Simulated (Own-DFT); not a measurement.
# One trend across several semiconductors

No measurement is shown. These are fixed-geometry runs of a retired plane-wave code named Own-DFT, which no person has reviewed; spin and spin-orbit coupling are neglected.

Limits (not all hold for every row): forces on such cells moved up to 12 meV/angstrom on a denser k mesh; forces not confirmed at this smearing and k mesh; k mesh not checked against a denser one; forces on such cells passed a denser k mesh, each cell not checked; stress not checked against mesh or cutoff.

All runs are PBE with PseudoDojo norm-conserving files; cutoff and k mesh are each material's own. Every cell starts from measured lattice constants and was given uniform random strains and small random moves of its atoms. Each triple is the change of volume in per cent, the rms move u in Å and the pressure in GPa.

- wurtzite AlN (Al64N64), 10.45 Å³/atom unstrained: (-2.79, 0.049, 11.87); (-1.38, 0.050, 8.81); (-0.86, 0.053, 8.17); (-0.74, 0.048, 7.25); (-0.44, 0.049, 7.07); (0.06, 0.052, 5.72); (1.96, 0.050, 1.68)
- wurtzite GaN (Ga36N36), 11.42 Å³/atom unstrained: withheld
- diamond silicon (Si64), 20.02 Å³/atom unstrained: (-3.58, 0.050, 6.47); (-3.02, 0.049, 5.89); (-0.93, 0.049, 3.41); (-0.50, 0.049, 3.14); (1.34, 0.050, 1.53); (1.80, 0.053, 0.98); (2.90, 0.049, -0.16)
- zincblende GaP (Ga32P32), 20.24 Å³/atom unstrained: (-3.00, 0.049, 6.30); (-0.54, 0.051, 4.19); (0.30, 0.048, 3.01); (0.53, 0.050, 3.04); (0.82, 0.048, 2.62); (1.86, 0.049, 1.71); (2.61, 0.053, 1.24)
- zincblende GaAs (As32Ga32), 22.58 Å³/atom unstrained: (-3.90, 0.050, 7.36); (-2.86, 0.049, 6.54); (-1.48, 0.049, 5.58); (-0.89, 0.051, 4.67); (-0.83, 0.055, 4.86); (1.96, 0.050, 2.61); (2.76, 0.050, 1.96)
- grey tin (Sn64), 34.15 Å³/atom unstrained: (-2.27, 0.049, 4.95); (-1.45, 0.054, 4.60); (-1.25, 0.052, 4.41); (0.75, 0.052, 3.26); (1.34, 0.045, 3.00); (1.35, 0.053, 3.09); (1.89, 0.049, 2.65)

## Worked fit

Fit a line to each set against the fractional change of volume; B is minus its slope, and u is nearly the same within a set. To take it to zero pressure, assume that B rises by 4 GPa for each GPa: B0 = B - 4 x (mean pressure). The bond length of an ideal tetrahedral crystal with the unstrained volume v is d = (√3/4)(8 v)^(1/3). Cohen's empirical rule reads B0 = (1971 - 220 L) d^(-3.5) GPa, with L = 0 for group IV crystals and SiC and 1 for III-V compounds.

| material | L | d (Å) | B (GPa) | mean P (GPa) | B0 (GPa) | rule (GPa) |
|---|---|---|---|---|---|---|
| wurtzite AlN (Al64N64) | 1 | 1.893 | 215 ± 7 | 7.2 | 186 ± 7 | 188 |
| wurtzite GaN (Ga36N36) | 1 | 1.950 | ? | ? | ? | 169 |
| diamond silicon (Si64) | 0 | 2.352 | 101 ± 3 | 3.0 | 89 ± 3 | 99 |
| zincblende GaP (Ga32P32) | 1 | 2.360 | 93 ± 4 | 3.2 | 80 ± 4 | 87 |
| zincblende GaAs (As32Ga32) | 1 | 2.448 | 82 ± 2 | 4.8 | 62 ± 2 | 76 |
| grey tin (Sn64) | 0 | 2.810 | 55 ± 2 | 3.7 | 40 ± 2 | 53 |

A line through ln[B0/(1971 - 220 L)] against ln d has a slope of -4.2 ± 0.2 and a scatter of 5 %. Against the rule, B0 stands at 99 % for wurtzite AlN, 90 % for diamond silicon, 92 % for zincblende GaP, 82 % for zincblende GaAs, 76 % for grey tin. PBE tends to make silicon and heavier crystals too soft, and the rule itself is only a guide.

## Test on the hidden row

Q: what B0 does the fitted trend give for wurtzite GaN (Ga36N36)?

The line gives 168 GPa. Its own runs give B = 208 ± 10 GPa at a mean pressure of 7.8 GPa, so B0 = 176 GPa.
